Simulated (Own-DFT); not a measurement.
Si7Ge (diamond-structure random alloy, atoms displaced) (calculated)

Computed with Own-DFT development build. A calculation, not a measurement: plane-wave PBEsol density functional theory by an unreviewed code, no spin, of a simulated periodic cell, stress positive in tension, free energy of the whole cell less one offset for each atom, forces on such cells passed a denser k mesh, this cell's mesh not checked; offsets are fitted by least squares, one for each functional and potential file, so energies compare only between cells with the same atoms and settings and are not formation energies; the far tail of each file's local potential was reset to the Coulomb form; each entry is a single point on an unrelaxed cell, so the pressure reflects the starting lattice, mostly measured values, from which strain is counted, and rises with the displacements; printed positions are rounded, which can move forces by about a meV/angstrom; the program is a retired in-house code; no spin-orbit coupling.

## Si7Ge (diamond-structure random alloy, atoms displaced)

```cif
# cell vector a (Å): 10.9187 0.0000 0.0000
# cell vector b (Å): 0.0000 10.9187 0.0000
# cell vector c (Å): 0.0000 0.0000 10.9187
data_Si7Ge
_symmetry_space_group_name_H-M 'P 1'
_symmetry_Int_Tables_number 1
_cell_length_a 10.9187
_cell_length_b 10.9187
_cell_length_c 10.9187
_cell_angle_alpha 90.000
_cell_angle_beta 90.000
_cell_angle_gamma 90.000
_cell_volume 1301.71
loop_
_atom_site_label
_atom_site_type_symbol
_atom_site_fract_x
_atom_site_fract_y
_atom_site_fract_z
_atom_site_occupancy
Si1 Si 0.99591 0.00253 0.99928 1
Ge1 Ge 0.99690 0.24965 0.25012 1
Si2 Si 0.24873 0.00649 0.25661 1
Si3 Si 0.24612 0.25348 0.00189 1
Si4 Si 0.12397 0.12605 0.12321 1
Si5 Si 0.12624 0.37188 0.37097 1
Si6 Si 0.37883 0.12502 0.37321 1
Si7 Si 0.37635 0.37445 0.12453 1
Si8 Si 0.99533 0.99730 0.50072 1
Si9 Si 0.99729 0.25222 0.74890 1
Si10 Si 0.25217 0.99893 0.74992 1
Si11 Si 0.25130 0.24868 0.50125 1
Si12 Si 0.12572 0.12290 0.62346 1
Si13 Si 0.12660 0.37297 0.87108 1
Si14 Si 0.36770 0.12545 0.87426 1
Si15 Si 0.37631 0.37265 0.63049 1
Si16 Si 0.00221 0.50119 0.99872 1
Si17 Si 0.00299 0.75008 0.25040 1
Si18 Si 0.24964 0.49956 0.25187 1
Si19 Si 0.24685 0.74968 0.00319 1
Si20 Si 0.12701 0.61969 0.12643 1
Si21 Si 0.13056 0.87524 0.37075 1
Ge2 Ge 0.37456 0.62657 0.37509 1
Si22 Si 0.37983 0.87349 0.12437 1
Si23 Si 0.99935 0.49947 0.49972 1
Si24 Si 0.99875 0.74872 0.75006 1
Si25 Si 0.25454 0.49879 0.75014 1
Si26 Si 0.24790 0.75400 0.50160 1
Ge3 Ge 0.12279 0.62618 0.63028 1
Si27 Si 0.12645 0.87081 0.87107 1
Si28 Si 0.38022 0.62930 0.87319 1
Si29 Si 0.37147 0.87087 0.62312 1
Ge4 Ge 0.50105 0.99967 0.00267 1
Si30 Si 0.50167 0.25069 0.24859 1
Si31 Si 0.75401 0.99418 0.24896 1
Si32 Si 0.75850 0.25265 0.00597 1
Si33 Si 0.63075 0.12559 0.12519 1
Si34 Si 0.62433 0.37448 0.37476 1
Si35 Si 0.87529 0.12592 0.37722 1
Si36 Si 0.87640 0.37634 0.12675 1
Si37 Si 0.49423 0.00296 0.50240 1
Si38 Si 0.49941 0.24892 0.75219 1
Si39 Si 0.74502 0.00173 0.75385 1
Si40 Si 0.75100 0.25540 0.50115 1
Si41 Si 0.62829 0.12767 0.61908 1
Si42 Si 0.62229 0.37448 0.87570 1
Si43 Si 0.87608 0.12444 0.87132 1
Si44 Si 0.87538 0.37951 0.62627 1
Si45 Si 0.50381 0.49728 0.00230 1
Ge5 Ge 0.49530 0.74981 0.25356 1
Si46 Si 0.75273 0.49811 0.24625 1
Ge6 Ge 0.74834 0.74634 0.99824 1
Si47 Si 0.62272 0.62496 0.12449 1
Ge7 Ge 0.62188 0.87677 0.37553 1
Si48 Si 0.87648 0.61897 0.37210 1
Si49 Si 0.87697 0.87281 0.12439 1
Si50 Si 0.49501 0.49705 0.50158 1
Si51 Si 0.50189 0.75208 0.75068 1
Si52 Si 0.75449 0.49967 0.74997 1
Si53 Si 0.74707 0.74806 0.49686 1
Ge8 Ge 0.62854 0.62643 0.62288 1
Si54 Si 0.62173 0.87438 0.87734 1
Si55 Si 0.87765 0.62605 0.87565 1
Si56 Si 0.87688 0.87573 0.61914 1
```

Settings of this run: functional PBEsol, potential files PseudoDojo norm-conserving, scalar-relativistic, made for PBE, standard set, wave cutoff 42 hartree, occupations Fermi-Dirac, smearing width 0.1 eV, hardware one NVIDIA H100 and k mesh 3 x 3 x 3 centred on Gamma.

Results for Si7Ge (diamond-structure random alloy, atoms displaced): free energy of cell above offsets -5.402 eV; pressure 0.7 GPa; stress xx -0.67 GPa; stress yy -0.73 GPa; stress zz -0.7 GPa; stress yz 0.46 GPa; stress xz -0.13 GPa; stress xy -0.71 GPa; wall time 328.9 s.

Force:
```
element  x (eV/Å)  y (eV/Å)  z (eV/Å)
     Si      0.73     -0.58    -0.296
     Ge     0.354    -0.196    -0.079
     Si     0.494     -0.48    -1.348
     Si     0.307     -0.29    -0.183
     Si     0.014    -0.305     0.126
     Si     0.058     0.336     0.925
     Si    -0.278     0.599     0.339
     Si      -0.2     0.161     0.156
     Si     1.182     0.437    -0.671
     Si     0.481    -0.399    -0.314
     Si    -0.471    -0.216    -0.262
     Si     0.117       0.1    -0.218
     Si    -0.358     0.021      0.18
     Si    -0.248      0.46     0.253
     Si     0.584     0.197     0.385
     Si     -0.21    -0.071    -0.556
     Si     0.028    -0.397     -0.03
     Si    -0.011    -0.381    -0.139
     Si     0.194    -0.394    -0.314
     Si     0.597    -0.092    -0.317
     Si    -0.237      0.49    -0.044
     Si    -0.912     0.188     0.686
     Ge    -0.789    -0.615      0.89
     Si    -1.548     0.431     0.422
     Si     0.439    -0.249    -0.271
     Si    -0.452      0.71     0.081
     Si    -0.033     0.279     0.394
     Si    -0.249    -0.514    -0.281
     Ge     0.436    -0.444    -0.664
     Si    -0.347     0.603     0.611
     Si    -0.499    -0.568     0.701
     Si     0.629     0.635     0.523
     Ge    -0.163     0.662    -0.338
     Si     0.182    -0.269    -0.081
     Si    -0.135     0.806     0.148
     Si    -0.816    -0.348    -1.089
     Si     0.133     0.037     0.316
     Si     0.011      0.39    -0.043
     Si    -0.571    -0.392     0.092
     Si     0.344     0.477    -0.438
     Si     0.417    -0.229     0.132
     Si     0.234    -0.443    -0.102
     Si     0.374    -0.362    -0.782
     Si     0.186    -0.193    -0.284
     Si    -0.547    -0.153     0.777
     Si     0.983    -0.196      0.11
     Si    -0.336     0.391     0.424
     Si     0.127    -0.397    -0.256
     Si    -0.567     0.466    -0.393
     Ge     0.826     0.027    -0.932
     Si    -0.719     0.241     0.287
     Ge     0.115     0.373     0.213
     Si     0.185    -0.393     0.509
     Ge     0.248     0.315      0.34
     Si    -0.163     0.772     0.176
     Si     0.136    -0.039    -0.054
     Si     0.575    -0.069         0
     Si    -0.107     0.101    -0.407
     Si    -0.548     0.089     0.581
     Si     1.064      0.24    -0.343
     Ge    -0.533    -0.537      0.38
     Si     0.322     0.157    -0.471
     Si     -0.02    -0.447    -0.238
     Si     -1.04    -0.535     1.078
```
